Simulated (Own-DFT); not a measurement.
# What a defect does to the pressure of its cell: wurtzite GaN

Calculated, not measured: single-point runs of Own-DFT, a retired in-house plane-wave DFT program that no person has reviewed, on unrelaxed cells, without spin or spin-orbit coupling.

Method: PBE; PseudoDojo norm-conserving scalar-relativistic files; cutoff 42 hartree; 4 x 4 x 3 k mesh centred on Gamma; Fermi-Dirac smearing of 0.1 eV.

Caveats (not all hold for every row): not probed for a lower state with spin; forces not confirmed at this smearing and k mesh; stress not checked against mesh or cutoff.

All runs share one cell, with vectors in Å (9.567, 0.000, 0.000); (-4.784, 8.285, 0.000); (0.000, 0.000, 10.370) and a volume of 822.0 Å³. The atoms are randomly displaced, by u rms on each axis. The defect's site can differ from row to row.

| cell | formula | u (Å) | P (GPa) |
|---|---|---|---|
| no defect | Ga36N36 | 0.0194 | 5.94 |
| no defect | Ga36N36 | 0.0205 | 5.95 |
| no defect | Ga36N36 | 0.0513 | 7.67 |
| one Ga on an N site | Ga37N35 | 0.0304 | 11.97 |
| one Ga on an N site | Ga37N35 | 0.0316 | 11.96 |
| one Ga on an N site | Ga37N35 | 0.0544 | 13.61 |
| one N on a Ga site | Ga35N37 | 0.0306 | 5.62 |
| one N on a Ga site | Ga35N37 | 0.0317 | ? |
| one N on a Ga site | Ga35N37 | 0.0467 | 6.43 |
| one N on a Ga site | Ga35N37 | 0.0499 | 6.80 |

## Analysis

P = P0 + c u² + a shift for each defect gives P0 = 5.63 GPa, c = 782 ± 25 GPa/Å² and a scatter of 0.07 GPa. The shifts, and each times the cell's volume:

- one Ga on an N site: 5.61 ± 0.06 GPa, 28.8 eV
- one N on a Ga site: -0.80 ± 0.06 GPa, -4.1 eV

Against the defect-free cell, a freed cell would be larger where the shift is positive and smaller where it is negative (160.2 GPa Å³ is 1 eV). The atoms around the defects weren't relaxed, which would change these numbers.

## The run left out

Q: what pressure belongs in the blank (one N on a Ga site, u = 0.0317 Å)?

Estimate: 5.61 ± 0.08 GPa. The calculation gave 5.56 GPa.
